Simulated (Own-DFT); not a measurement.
# Response to strain: 4H SiC, 72 atoms (C36Si36)

All numbers below are calculated, not measured. The program, named Own-DFT, is a retired in-house plane-wave density functional code that no person has reviewed. Each row is one single-point run on a periodic cell that was not relaxed, without spin or spin-orbit coupling.

Settings of every run: PBE; PseudoDojo norm-conserving scalar-relativistic files; cutoff 42 hartree; 4 x 4 x 3 k mesh centred on Gamma; Fermi-Dirac smearing of 0.1 eV.

Known limits: forces on such cells passed a denser k mesh, each cell not checked; stress not checked against mesh or cutoff.

Unstrained cell vectors in Å: (9.248, 0.000, 0.000); (-4.624, 8.009, 0.000); (0.000, 0.000, 10.068). The unstrained cell has measured lattice constants (interpolated for alloys), not those of this functional. That, the random moves and any unrelaxed bonds set the pressure at no strain. Each run strains this cell uniformly, with the atoms carried along. Every atom was also moved at random, by a Gaussian of width 0.05 Å on each axis. Strain is the symmetric tensor, in per cent. Stress is positive in tension, and the pressure is minus a third of its trace.

```
run,e_xx (%),e_yy (%),e_zz (%),e_yz (%),e_xz (%),e_xy (%),s_xx (GPa),s_yy (GPa),s_zz (GPa),s_yz (GPa),s_xz (GPa),s_xy (GPa),P (GPa),E (meV/atom)
1,1.49,-1.34,-0.51,0.13,-0.65,-0.68,1.42,-13.28,-7.91,-1.01,-2.06,-3.56,6.59,35.8
2,1.73,0.85,0.12,0.51,-0.79,0.91,4.59,2.15,-4.69,1.77,-2.85,4.77,-0.68,0.0
3,1.29,-1.23,-1.67,-1.84,-2.00,-1.24,1.23,-12.15,-16.40,-5.63,-7.08,-4.09,9.10,31.9
4,-0.12,-0.84,-0.53,0.97,-1.01,1.88,-8.48,-9.79,-10.19,4.29,-2.82,8.04,9.49,47.6
5,1.11,0.03,-0.40,-1.39,-1.94,-1.59,1.00,-4.39,-6.94,-4.53,-6.20,-6.17,3.45,17.1
6,0.86,1.05,0.19,-0.16,1.55,0.78,1.85,1.04,-5.05,-0.74,4.98,4.33,0.72,14.8
7,1.52,-0.23,-0.70,-1.00,0.14,-0.13,1.63,-5.37,-8.63,-3.94,-0.16,-0.84,4.12,19.3
8,-0.39,1.11,-1.71,-0.45,1.08,-0.19,-7.26,1.38,-16.70,-1.09,2.80,-1.66,7.53,21.0
9,-1.24,0.34,0.40,-0.18,-1.11,1.32,-10.89,-4.17,-5.30,0.05,-4.12,5.68,6.79,38.9
10,-0.68,0.02,-0.94,-1.67,-1.66,-0.81,-8.84,-4.49,-16.90,-5.79,-6.50,-4.06,10.07,50.8
11,0.87,1.97,1.05,0.43,1.25,1.14,2.00,6.05,0.56,1.24,4.20,4.92,-2.87,11.6
12,-1.47,-1.21,0.17,-0.58,-0.03,-1.36,-15.47,-12.41,-4.58,-1.12,0.18,-5.81,10.82,15.9
13,-1.92,-0.76,-1.83,1.06,0.45,-0.62,-18.93,-10.21,-18.92,3.58,1.23,-3.83,16.02,25.4
14,1.37,-1.59,-0.55,-1.15,0.13,1.18,2.37,-14.95,-10.18,-3.62,0.77,6.26,7.59,33.7
15,-0.46,-0.72,-1.06,0.87,-1.18,-0.83,-8.50,-9.47,-14.10,2.66,-4.74,-4.35,10.69,27.4
16,0.10,-0.29,-0.22,1.80,-1.11,-1.65,-6.51,-6.72,-8.91,6.20,-3.05,-8.68,7.38,61.7
17,1.91,-1.91,-0.76,0.79,-1.68,0.95,?,?,?,?,?,?,?,?
```

E is the free energy for each atom above the lowest run shown.

## Worked fit

Each stress component was fitted by least squares to a constant and the strains of the runs shown, as fractions, with shears doubled. Shear strains stay in the fit of a normal stress only where such slopes are resolved. The slopes, in GPa:

```
stress  at no strain  per e_xx  per e_yy  per e_zz  scatter
  s_xx          -5.4  582 ± 25   98 ± 31   41 ± 40     1.11
  s_yy          -5.1   34 ± 16  605 ± 20  -18 ± 26     0.71
  s_zz          -6.6   78 ± 33  -11 ± 42  640 ± 54     1.50
```

Each shear stress against twice its own strain: yz 162 ± 8, xz 169 ± 6, xy 229 ± 8 GPa. These are stiffnesses along x, y and z of the frame in which the cell vectors are given, which need not be the crystal's axes. The atoms are held to the strained lattice; where symmetry lets them move under strain, relaxing them would lower some slopes. The table should be nearly symmetric about its diagonal, and what it lacks of that shows the noise. A ninth of its sum, 228 ± 5 GPa, estimates the bulk modulus near the mean pressure of these runs, 6.7 GPa, so it lies above the value at zero pressure.

## Withheld run

Question: what normal stresses and pressure should run 17 give?

The fit gives s_xx = 3.5, s_yy = -15.9, s_zz = -9.8 and P = 7.4 GPa. The calculation gave 2.41, -15.04, -9.95 and P = 7.53 GPa.
